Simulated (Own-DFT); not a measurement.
# What it costs to cut wurtzite AlN, m plane (10-10)

Everything here is calculated. The program is Own-DFT (plane waves, in-house, since retired, never reviewed by a person); positions were held fixed, and spin and spin-orbit coupling were off.

Keep in mind (not all hold for every row): some atoms lie very close together; forces not confirmed at this smearing and k mesh; k mesh not checked against a denser one.

Both sets of runs: PBE; PseudoDojo norm-conserving scalar-relativistic files; cutoff 42 hartree; Gaussian smearing of 0.01 eV. The slab has 128 atoms in 16 layers, two equal faces of 62.02 Å² as cut, 15 Å of vacuum, a dipole correction along the normal and a 6 x 3 x 1 mesh. The bulk cell has 72 atoms, the same measured lattice constants and a 4 x 4 x 3 mesh. All atoms were moved at random; u is the rms move along one axis. Energies are counted from -174.06 eV for each atom.

```
slab run,u (Å),E (eV, cell)
1,0.0185,20.313
2,0.0188,20.041
3,0.0194,20.422
4,0.0196,20.637
5,0.0199,20.452
6,0.0200,20.490
7,0.0205,20.631
8,0.0507,29.827
9,0.0512,28.858
10,0.0967,57.290
11,0.1021,67.608
12,0.1037,68.828
```

```
bulk run,u (Å),E (meV/atom)
1,0.0195,-2.63
2,0.0196,-3.39
3,0.0199,-1.80
4,0.0200,-1.62
5,0.0975,281.85
6,0.1017,312.89
7,0.1028,350.47
8,0.1031,313.00
9,0.1048,323.89
10,0.1084,339.69
```

The question: what is the energy of the unrelaxed surface?

## Worked answer

Take each set to u = 0 with E = a + b u². Rows are weighted down as u grows, with residuals divided by u² + 0.0006 Å². Slab: a = 18.74 ± 0.10 eV. Bulk: a = -14.7 ± 0.7 meV/atom. The excess is 18.74 - 128 x (-0.0147) = 20.62 ± 0.13 eV. Over two faces that is 166 meV/Å², or 2.66 ± 0.02 J/m². Relaxing the faces would lower the energy, and the unlike meshes and the reach from the smallest u down to zero add errors that aren't counted here.
